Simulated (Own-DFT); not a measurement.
Simulation results for GaP (zincblende, atoms displaced)

A calculation, not a measurement: plane-wave PBE density functional theory by an unreviewed code, no spin, of a simulated periodic cell, stress positive in tension, free energy of the whole cell less one offset for each atom, forces on such cells passed a denser k mesh, this cell's mesh not checked; offsets are fitted by least squares, one for each functional and potential file, so energies compare only between cells with the same atoms and settings and are not formation energies; the far tail of each file's local potential was reset to the Coulomb form; each entry is a single point on an unrelaxed cell, so the pressure reflects the starting lattice, mostly measured values (interpolated for alloys), from which strain is counted, and rises with the displacements; printed positions are rounded, which can move forces by about a meV/angstrom; the program, named Own-DFT, is a retired in-house code; no spin-orbit coupling. Program: Own-DFT development build.

Common to all runs: functional PBE; potential files PseudoDojo norm-conserving, scalar-relativistic, standard set; wave cutoff 42 hartree; occupations Fermi-Dirac; smearing width 0.1 eV; hardware one NVIDIA H200; k mesh 2 x 3 x 3 centred on Gamma.

(1) GaP (zincblende, atoms displaced)

```
GaP
1.0
     16.3515     0.0000     0.0000
      0.0000    10.9010     0.0000
      0.0000     0.0000    10.9010
Ga P Ga P Ga P Ga P Ga P Ga P Ga P Ga P Ga P Ga P Ga P Ga P
4 4 4 4 4 4 4 4 4 4 4 4 4 4 4 4 4 4 4 4 4 4 4 4
Direct
  0.00213 0.99655 0.00352
  0.99646 0.24693 0.25020
  0.17126 0.00085 0.24952
  0.16550 0.24290 0.99459
  0.08970 0.12615 0.12506
  0.08535 0.37507 0.37006
  0.24322 0.11995 0.37098
  0.24973 0.37887 0.12223
  0.99899 0.99782 0.51157
  0.00320 0.25206 0.74446
  0.16836 0.99760 0.74908
  0.16749 0.25013 0.49972
  0.08240 0.12399 0.62937
  0.08486 0.37803 0.87213
  0.25272 0.12851 0.87358
  0.25255 0.38153 0.62740
  0.99886 0.50401 0.99917
  0.00742 0.75045 0.25329
  0.16789 0.50318 0.24661
  0.16347 0.75228 0.00066
  0.08522 0.62026 0.12034
  0.08421 0.87926 0.37483
  0.24517 0.63055 0.37339
  0.25159 0.87228 0.12989
  0.99465 0.50409 0.50098
  0.00248 0.75518 0.75569
  0.16690 0.50047 0.74852
  0.17289 0.75011 0.50882
  0.08656 0.62516 0.63281
  0.08768 0.87249 0.87317
  0.25529 0.62411 0.87665
  0.25026 0.87754 0.62776
  0.32924 0.99399 0.99530
  0.33062 0.24429 0.24573
  0.50301 0.00462 0.25231
  0.50044 0.25058 0.98766
  0.41918 0.12754 0.12437
  0.41749 0.38277 0.37654
  0.57797 0.13357 0.36562
  0.58956 0.37606 0.12923
  0.32943 0.00248 0.50077
  0.33130 0.24436 0.74938
  0.50212 0.99987 0.75395
  0.50383 0.24453 0.50698
  0.41781 0.12917 0.61757
  0.41992 0.38152 0.87277
  0.58752 0.11803 0.86715
  0.58464 0.37531 0.62430
  0.33571 0.50519 0.00575
  0.33465 0.74267 0.25122
  0.49780 0.49820 0.24855
  0.49863 0.75362 0.98995
  0.41361 0.62079 0.12595
  0.41678 0.87484 0.37229
  0.58352 0.62135 0.37766
  0.57832 0.87042 0.13436
  0.33439 0.50574 0.49591
  0.32910 0.74698 0.75085
  0.50069 0.50464 0.75179
  0.50011 0.74394 0.48930
  0.41969 0.61779 0.61603
  0.41607 0.87770 0.87247
  0.57623 0.62492 0.87520
  0.57927 0.87487 0.62175
  0.66503 0.99904 0.99541
  0.66667 0.25450 0.24922
  0.83459 0.00669 0.24898
  0.83272 0.24550 0.99721
  0.75115 0.12736 0.12703
  0.74714 0.37421 0.37304
  0.91960 0.12621 0.37640
  0.91501 0.36690 0.12662
  0.66498 0.99485 0.49504
  0.66226 0.25195 0.74364
  0.83805 0.00015 0.74619
  0.83216 0.25210 0.49918
  0.75394 0.13043 0.62660
  0.74684 0.37706 0.87208
  0.91860 0.12338 0.87059
  0.92169 0.37081 0.61806
  0.66686 0.49976 0.00210
  0.66560 0.75217 0.24941
  0.83694 0.50485 0.25153
  0.83366 0.74498 0.99205
  0.75082 0.62017 0.12235
  0.74405 0.87246 0.37854
  0.91847 0.63096 0.36994
  0.91395 0.87075 0.12649
  0.66344 0.50283 0.50211
  0.66153 0.74223 0.74759
  0.83139 0.49682 0.75036
  0.83030 0.75844 0.49665
  0.74848 0.62701 0.62378
  0.74150 0.87582 0.87272
  0.91823 0.62926 0.88064
  0.91504 0.88347 0.61427
```

- free energy of cell above offsets: -50.124 eV
- pressure: 3.24 GPa
- stress xx: -3.21 GPa
- stress yy: -3.27 GPa
- stress zz: -3.24 GPa
- stress yz: 0.08 GPa
- stress xz: 0.12 GPa
- stress xy: -0.18 GPa
- wall time: 938.4 s

Force:
```
element  x (eV/Å)  y (eV/Å)  z (eV/Å)
     Ga    -0.076     0.168    -0.018
     Ga     1.145     0.187    -0.144
     Ga    -1.102    -0.877    -0.582
     Ga     0.265     1.255     0.167
      P    -1.122    -0.449     0.168
      P    -0.611     0.277     0.434
      P     1.514     1.071     1.021
      P    -0.054    -0.706    -0.184
     Ga      1.14     1.072    -1.875
     Ga    -0.255     0.086      0.79
     Ga    -0.126     0.642      0.31
     Ga    -0.169      0.37     0.232
      P     0.785    -0.118     -0.46
      P    -0.349    -0.286     0.316
      P    -0.605    -0.993     0.041
      P    -0.132    -0.748    -0.567
     Ga      0.01    -1.094     0.316
     Ga    -0.407     0.112    -0.735
     Ga     -0.09    -0.501     0.185
     Ga     1.108    -0.495     0.143
      P    -0.304     0.612     0.412
      P     0.438    -0.098     0.814
      P     0.694    -0.505     0.265
      P    -0.195    -0.214    -0.586
     Ga     1.324     0.138    -0.457
     Ga    -0.544    -0.299    -0.866
     Ga     0.599    -0.019     0.613
     Ga    -1.292      0.21    -0.572
      P    -0.874     0.436      -0.9
      P    -0.494     0.876     0.354
      P    -1.234    -0.044     0.276
      P      0.51     -0.04     0.029
     Ga     0.646      0.57     0.803
     Ga     0.328     0.788     0.452
     Ga    -1.176    -0.457    -0.416
     Ga     0.577    -0.046     0.884
      P    -0.345    -0.502    -0.732
      P    -0.311    -1.619    -0.037
      P     1.423     -0.42     1.175
      P    -1.527     0.046     -1.04
     Ga     0.589    -0.176    -0.547
     Ga     0.999     1.222    -0.434
     Ga    -0.684    -0.112    -1.072
     Ga    -0.361     1.327    -1.046
      P    -0.552    -0.963     1.218
      P    -0.963    -0.568     0.001
      P    -0.494     1.109     0.585
      P    -0.629     0.423     0.174
     Ga    -0.335    -1.088    -0.768
     Ga    -0.027     0.642     0.128
     Ga     0.601     0.047    -0.058
     Ga    -0.495    -0.021     1.448
      P     1.347     1.022    -0.049
      P    -0.311     0.232     0.168
      P     0.104     0.103     -1.18
      P     0.434     0.433    -1.473
     Ga    -0.636    -0.358    -0.258
     Ga     1.301     0.053    -0.623
     Ga    -0.294    -0.707     -0.91
     Ga    -0.303     0.752     0.754
      P     -0.36     1.259     0.968
      P    -0.407    -0.203    -0.349
      P     1.466    -0.113     0.334
      P     0.118    -0.403    -0.048
     Ga    -0.002    -0.121     1.512
     Ga     0.384    -0.598     0.057
     Ga    -0.089    -0.729     0.428
     Ga     -0.07     0.293    -0.309
      P    -0.718    -0.321    -0.469
      P     0.645       0.8     0.528
      P    -0.442     -0.44     0.507
      P     0.121     0.992    -0.556
     Ga     -0.48     1.388     0.711
     Ga     1.056    -0.281     0.337
     Ga    -1.103     0.039     0.477
     Ga     0.133     0.024    -0.462
      P    -0.813    -0.722    -0.339
      P     0.095    -0.575     0.262
      P     0.374     0.172     0.449
      P    -1.124     0.473     0.751
     Ga    -0.252     0.146    -0.352
     Ga     0.182    -0.984    -0.022
     Ga    -0.531    -0.814    -0.205
     Ga    -1.091     1.054     0.846
      P     0.067     0.883     0.276
      P     0.964     0.605    -1.251
      P    -0.286     0.159     0.769
      P     0.452     0.079    -0.064
     Ga     0.743    -0.473    -0.229
     Ga    -0.081     0.742    -0.015
     Ga     0.676     0.266     -0.36
     Ga     0.265    -0.875     0.066
      P     0.541    -0.191     0.036
      P     1.526     -0.67     -0.58
      P    -0.013    -0.656    -1.526
      P    -0.347    -1.963     1.735
```

(2) GaP (zincblende, atoms displaced)

```
GaP
1.0
     16.3515     0.0000     0.0000
      0.0000    10.9010     0.0000
      0.0000     0.0000    10.9010
Ga P Ga P Ga P Ga P Ga P Ga P Ga P Ga P Ga P Ga P Ga P Ga P
4 4 4 4 4 4 4 4 4 4 4 4 4 4 4 4 4 4 4 4 4 4 4 4
Direct
  0.99739 0.00717 0.00279
  0.99834 0.24651 0.25270
  0.16482 0.00135 0.24925
  0.17220 0.25001 0.00432
  0.08350 0.12383 0.12248
  0.08258 0.38238 0.37038
  0.25160 0.12895 0.37091
  0.24279 0.37176 0.12392
  0.99973 0.99918 0.49734
  0.00582 0.25019 0.75476
  0.16595 0.00303 0.74080
  0.16756 0.25366 0.49493
  0.08619 0.12302 0.63396
  0.07922 0.37477 0.87409
  0.24808 0.13368 0.87494
  0.25182 0.37222 0.62277
  0.99970 0.50528 0.00376
  0.00464 0.75126 0.24641
  0.16693 0.48880 0.24461
  0.16798 0.75022 0.99882
  0.08319 0.62732 0.12339
  0.08888 0.87558 0.38145
  0.25316 0.62511 0.37557
  0.25351 0.87933 0.12248
  0.00523 0.49406 0.49832
  0.00220 0.75693 0.75672
  0.16745 0.50309 0.74334
  0.17219 0.75488 0.50646
  0.08585 0.62269 0.62261
  0.08376 0.87352 0.87795
  0.24699 0.61856 0.88241
  0.24635 0.87990 0.62192
  0.33491 0.99893 0.00137
  0.33161 0.25045 0.24806
  0.50661 0.99604 0.24956
  0.50309 0.25631 0.99570
  0.41797 0.12856 0.12913
  0.41957 0.37265 0.37071
  0.58631 0.13064 0.37279
  0.58091 0.37075 0.12154
  0.34003 0.00379 0.49032
  0.32918 0.25721 0.74011
  0.49831 0.00229 0.75331
  0.50237 0.25529 0.49708
  0.41911 0.12246 0.63080
  0.41710 0.37470 0.87442
  0.58361 0.13279 0.87723
  0.58599 0.37598 0.62229
  0.33927 0.49012 0.99779
  0.33794 0.74226 0.24219
  0.49523 0.49247 0.24778
  0.50001 0.75353 0.00064
  0.41441 0.62202 0.12607
  0.42466 0.88001 0.37442
  0.58615 0.62969 0.37447
  0.58403 0.87942 0.12481
  0.33379 0.49577 0.49746
  0.33271 0.74534 0.74559
  0.49890 0.49478 0.75564
  0.49702 0.75726 0.50081
  0.41352 0.63368 0.62809
  0.41436 0.87088 0.87530
  0.58455 0.61906 0.87997
  0.58266 0.87354 0.62998
  0.66668 0.00099 0.99465
  0.66957 0.25063 0.25676
  0.83507 0.99671 0.24767
  0.82945 0.25382 0.00485
  0.75131 0.12149 0.12758
  0.74867 0.37696 0.37602
  0.91872 0.11638 0.36702
  0.91822 0.37912 0.12931
  0.66973 0.00035 0.50359
  0.66948 0.25168 0.75466
  0.83184 0.99355 0.73761
  0.83613 0.25169 0.50086
  0.75504 0.12002 0.62892
  0.74955 0.36468 0.87292
  0.91699 0.12112 0.87017
  0.91378 0.37352 0.62744
  0.66866 0.50551 0.99831
  0.66871 0.74688 0.23890
  0.82824 0.49955 0.24302
  0.83031 0.74978 0.00251
  0.75048 0.62793 0.12716
  0.75349 0.88030 0.38142
  0.91778 0.63007 0.37203
  0.91709 0.87785 0.11963
  0.67119 0.50193 0.50758
  0.66708 0.75991 0.74288
  0.83299 0.49560 0.76051
  0.82865 0.75373 0.49767
  0.74869 0.62558 0.62597
  0.75641 0.87386 0.86680
  0.91175 0.62526 0.88326
  0.91686 0.87362 0.62383
```

- free energy of cell above offsets: -49.562 eV
- pressure: 3.38 GPa
- stress xx: -3.36 GPa
- stress yy: -3.38 GPa
- stress zz: -3.4 GPa
- stress yz: -0.24 GPa
- stress xz: -0.08 GPa
- stress xy: 0.49 GPa
- wall time: 1034 s

Force:
```
element  x (eV/Å)  y (eV/Å)  z (eV/Å)
     Ga     0.222    -0.443    -0.737
     Ga      0.45     0.288     -0.41
     Ga     0.453    -0.171     0.032
     Ga    -1.917    -0.399    -1.047
      P     0.094     0.547     0.362
      P     0.164    -1.638     0.124
      P    -0.281    -0.427     0.318
      P     2.465     0.388     0.057
     Ga      0.41     0.029     0.554
     Ga    -1.326    -0.431     -0.45
     Ga     0.578    -0.645     1.927
     Ga     -0.38    -0.437     0.269
      P    -1.046     1.113    -2.166
      P     1.327     0.807     0.789
      P     0.777    -1.096     -0.56
      P    -0.907     1.109    -0.772
     Ga    -0.092    -0.363    -0.411
     Ga    -0.503      0.47     0.542
     Ga    -0.205     2.143     0.527
     Ga     0.047     0.199     0.353
      P     0.773    -0.319     0.205
      P    -0.519    -0.153    -0.653
      P     -0.48    -0.167    -0.419
      P    -0.586    -0.697     0.602
     Ga    -1.462     1.009     0.503
     Ga     -0.57    -1.061    -0.543
     Ga    -0.081    -0.606     0.852
     Ga    -0.644    -1.146    -0.838
      P    -0.529     0.776     0.089
      P     0.386     1.019      0.11
      P     0.929     0.036    -0.812
      P      2.01     0.313     0.381
     Ga     0.123     0.917    -0.406
     Ga     0.156     0.225    -0.169
     Ga    -0.422      1.36     0.191
     Ga    -0.874    -0.758     0.465
      P     0.401    -0.366    -0.651
      P    -1.049    -0.168      0.68
      P    -0.201    -0.915     0.735
      P     1.209     0.884     0.706
     Ga    -0.682      0.05     0.706
     Ga     1.057    -1.274     1.326
     Ga     0.543    -0.419     0.538
     Ga    -0.045    -0.756       0.4
      P    -0.435     0.947    -0.988
      P    -0.219    -0.928    -0.625
      P     0.025    -0.894    -0.512
      P    -0.235    -0.042     0.671
     Ga    -1.392     0.842     0.608
     Ga    -0.864     1.304     1.156
     Ga     1.352      1.05    -0.101
     Ga     0.073    -0.604     0.038
      P     1.068    -0.513    -0.953
      P     -1.16    -0.545    -0.799
      P    -0.566    -0.569     0.032
      P     0.561    -0.678    -0.764
     Ga     0.445     0.487     0.086
     Ga    -1.401     0.786     1.093
     Ga     0.421     0.921      -0.8
     Ga     0.872    -0.891     0.221
      P     1.093    -1.719     -0.88
      P     0.157     0.336    -0.208
      P     -0.29     1.322    -0.914
      P    -0.497     1.118    -0.765
     Ga      0.47    -0.028     -0.06
     Ga    -0.198      0.06    -1.072
     Ga    -0.193     -0.22    -0.087
     Ga     1.205    -0.768    -0.074
      P    -0.403     0.269    -0.056
      P     0.549     0.068      0.24
      P    -0.317     0.901      1.05
      P    -0.379    -0.478    -0.388
     Ga    -0.639      0.31     0.005
     Ga    -0.666    -0.848    -1.287
     Ga     1.297     0.268     1.183
     Ga    -0.157    -0.624    -0.531
      P    -1.123     1.326    -0.768
      P     0.155      1.64     1.035
      P    -0.599     0.547     0.145
      P     1.165     0.248     0.076
     Ga     0.024    -1.112     0.418
     Ga    -0.567     1.011     1.629
     Ga     1.046     0.115     1.182
     Ga     0.392     0.432    -0.108
      P     0.007    -0.493    -0.953
      P    -0.967    -0.236    -1.437
      P    -0.256    -0.559     0.147
      P     0.075    -0.613     0.513
     Ga    -0.774     0.182    -0.967
     Ga     0.204    -1.382      1.11
     Ga     -0.08      0.43    -0.745
     Ga     1.139    -0.919     0.411
      P     0.827     0.182     0.696
      P    -1.212     0.095     0.842
      P     0.777     0.091    -0.669
      P     0.417    -0.454     -0.37
```

(3) GaP (zincblende, atoms displaced)

```
GaP
1.0
     16.3515     0.0000     0.0000
      0.0000    10.9010     0.0000
      0.0000     0.0000    10.9010
Ga P Ga P Ga P Ga P Ga P Ga P Ga P Ga P Ga P Ga P Ga P Ga P
4 4 4 4 4 4 4 4 4 4 4 4 4 4 4 4 4 4 4 4 4 4 4 4
Direct
  0.00293 0.99224 0.99058
  0.99634 0.23796 0.24796
  0.16589 0.00274 0.25099
  0.16902 0.25080 0.99883
  0.08101 0.13329 0.12642
  0.07733 0.36706 0.37313
  0.24787 0.12080 0.37652
  0.24841 0.37623 0.11645
  0.99264 0.00291 0.49600
  0.99851 0.25377 0.75349
  0.16930 0.99417 0.75288
  0.16146 0.24274 0.50310
  0.08045 0.12825 0.62723
  0.08622 0.37466 0.87602
  0.25006 0.12668 0.87126
  0.25236 0.37703 0.62086
  0.00323 0.50102 0.00028
  0.99559 0.75883 0.24700
  0.16797 0.49621 0.24953
  0.16649 0.74599 0.99633
  0.08599 0.62102 0.12409
  0.08418 0.87477 0.37896
  0.24866 0.62316 0.38340
  0.24504 0.87916 0.12499
  0.99851 0.49582 0.49098
  0.00017 0.75381 0.75220
  0.16306 0.50095 0.75199
  0.16627 0.75216 0.49453
  0.07909 0.62665 0.62919
  0.08505 0.87079 0.87514
  0.24617 0.63071 0.88411
  0.25097 0.87892 0.62707
  0.33485 0.01065 0.00287
  0.33147 0.24151 0.24870
  0.49918 0.00072 0.24481
  0.50126 0.24618 0.99997
  0.41518 0.12553 0.12396
  0.41753 0.37634 0.38006
  0.58286 0.12369 0.36976
  0.58435 0.37217 0.12757
  0.33555 0.99928 0.50509
  0.33510 0.24543 0.74518
  0.49775 0.99674 0.75486
  0.50551 0.25286 0.49787
  0.42063 0.13156 0.62418
  0.41576 0.36877 0.87526
  0.58455 0.13011 0.87616
  0.58426 0.37719 0.62141
  0.33400 0.50317 0.00574
  0.33750 0.75314 0.25055
  0.50617 0.50253 0.24044
  0.49660 0.75472 0.00053
  0.41679 0.61822 0.12489
  0.41525 0.87873 0.37499
  0.58600 0.61727 0.37750
  0.58230 0.87576 0.12669
  0.33403 0.49721 0.49749
  0.32924 0.74623 0.74511
  0.50180 0.49803 0.74846
  0.50238 0.74996 0.49343
  0.41977 0.62466 0.62801
  0.41687 0.87921 0.87426
  0.58224 0.62524 0.87450
  0.58370 0.87406 0.62237
  0.66483 0.00336 0.00455
  0.66697 0.25602 0.24875
  0.83392 0.99888 0.25067
  0.83050 0.24534 0.00380
  0.74741 0.12925 0.13146
  0.74941 0.36904 0.37413
  0.91889 0.12970 0.38130
  0.91863 0.37320 0.12290
  0.66424 0.99270 0.49884
  0.66700 0.25469 0.75713
  0.82924 0.00473 0.75350
  0.83013 0.24701 0.50100
  0.75345 0.12492 0.62361
  0.74977 0.37764 0.87130
  0.91221 0.12590 0.87395
  0.92235 0.37593 0.62575
  0.66632 0.50209 0.99814
  0.66711 0.75356 0.25438
  0.83329 0.49991 0.24925
  0.83734 0.75113 0.99912
  0.74904 0.62124 0.12596
  0.75408 0.87948 0.36107
  0.92000 0.63129 0.37507
  0.92010 0.87750 0.12917
  0.66446 0.49976 0.50165
  0.66730 0.75164 0.74977
  0.83331 0.49339 0.74381
  0.83698 0.74497 0.49449
  0.75448 0.61773 0.62809
  0.74676 0.87241 0.86775
  0.92136 0.62186 0.87281
  0.91707 0.86605 0.61970
```

- stress zz: ?

Questions
1. Give the missing stress zz for GaP (zincblende, atoms displaced) (entry 3).

Calculated values
1. -3.17 GPa

Further results for GaP (zincblende, atoms displaced) (entry 3):

- free energy of cell above offsets: -50.586 eV
- pressure: 3.17 GPa
- stress xx: -3.19 GPa
- stress yy: -3.14 GPa
- stress yz: 0.16 GPa
- stress xz: 0.18 GPa
- stress xy: 0.27 GPa
- wall time: 934.5 s

Force:
```
element  x (eV/Å)  y (eV/Å)  z (eV/Å)
     Ga     -0.42     1.236     0.837
     Ga    -0.129      1.42     0.061
     Ga    -0.578    -0.108    -0.077
     Ga    -0.468    -0.259    -0.221
      P     0.742    -1.501     -1.01
      P     0.965     0.149    -0.378
      P     0.324     0.224      0.36
      P     0.629    -0.297     1.263
     Ga     1.363    -0.842     1.041
     Ga     0.372    -0.311     0.204
     Ga    -0.661     0.838    -0.215
     Ga     0.671     0.924    -0.338
      P    -0.218    -1.243     0.567
      P    -0.536    -0.224     0.097
      P     0.061    -0.177     0.268
      P    -0.801    -0.446     0.592
     Ga    -0.059    -0.341    -0.028
     Ga     1.777    -1.178     0.629
     Ga    -0.275    -0.117      0.49
     Ga    -0.601     0.891     1.409
      P    -0.517     0.788     0.559
      P     -0.73     0.681    -0.736
      P     0.485     0.115    -1.269
      P     0.952    -0.354    -0.299
     Ga     0.417     0.603     0.708
     Ga    -0.167    -0.348      -0.3
     Ga     0.717     0.166    -0.446
     Ga    -0.147    -0.323     1.297
      P     0.613    -0.189    -0.904
      P     0.199     0.074    -0.365
      P     1.349    -1.294    -1.529
      P    -0.179    -0.645    -0.598
     Ga     -0.84    -1.133    -0.594
     Ga    -0.125     1.167     0.435
     Ga    -0.193     0.052     0.429
     Ga    -0.325      0.55     0.185
      P     0.752     0.288     0.329
      P     0.316    -0.309    -1.425
      P     0.274     0.063     0.254
      P     0.036     0.167    -1.114
     Ga    -0.072     0.604    -0.111
     Ga    -0.468     0.699     0.096
     Ga     0.701     0.797     -0.71
     Ga    -0.429    -0.207     -0.22
      P     0.221    -0.921    -0.165
      P     0.127     0.746     0.083
      P    -0.134    -0.883    -0.168
      P      0.16     -0.46     0.786
     Ga    -0.258    -0.561    -1.158
     Ga    -1.118    -0.414     -0.12
     Ga    -0.776    -0.469     1.161
     Ga     0.267    -0.461    -0.113
      P     0.383     1.307      0.28
      P     0.658    -0.157     0.016
      P    -0.285     1.162    -0.704
      P     0.038    -0.342    -0.125
     Ga     0.274     0.509     0.567
     Ga     0.479     0.078     0.649
     Ga     -0.34    -0.198     0.411
     Ga    -0.397    -0.178     0.367
      P    -0.446     0.117    -0.605
      P    -1.034     -0.58     0.344
      P    -0.046       0.3     0.119
      P    -0.322    -0.217     0.412
     Ga     0.357    -0.231    -0.413
     Ga    -0.296    -0.648     0.524
     Ga     0.866     1.394    -0.496
     Ga     0.109     0.708    -0.213
      P     0.403    -0.721    -0.425
      P     0.237     1.009     0.397
      P    -1.485    -0.428     -0.91
      P    -0.395    -0.015     0.135
     Ga     0.813     0.827    -0.454
     Ga      0.06    -0.287    -1.193
     Ga     0.605    -0.944    -0.707
     Ga     0.802     0.736     0.184
      P    -1.541    -0.193      0.21
      P     0.381    -0.125     0.895
      P     0.767    -0.254     0.353
      P    -1.122    -0.263    -0.615
     Ga    -0.058      -0.2     0.038
     Ga    -0.112    -0.703    -0.519
     Ga     0.371    -0.158     0.204
     Ga    -0.384    -0.362    -0.089
      P     0.133     0.781    -0.151
      P    -0.752    -1.009      2.17
      P    -0.275    -1.087    -0.868
      P    -0.926     0.738    -1.402
     Ga     1.262    -0.312     0.141
     Ga    -0.308    -0.942    -0.595
     Ga     0.903     0.138     0.688
     Ga    -1.065     0.348     0.348
      P    -0.911      1.07    -0.916
      P     0.622     0.699     1.531
      P    -0.827     0.104     0.115
      P    -0.459     1.302     0.768
```
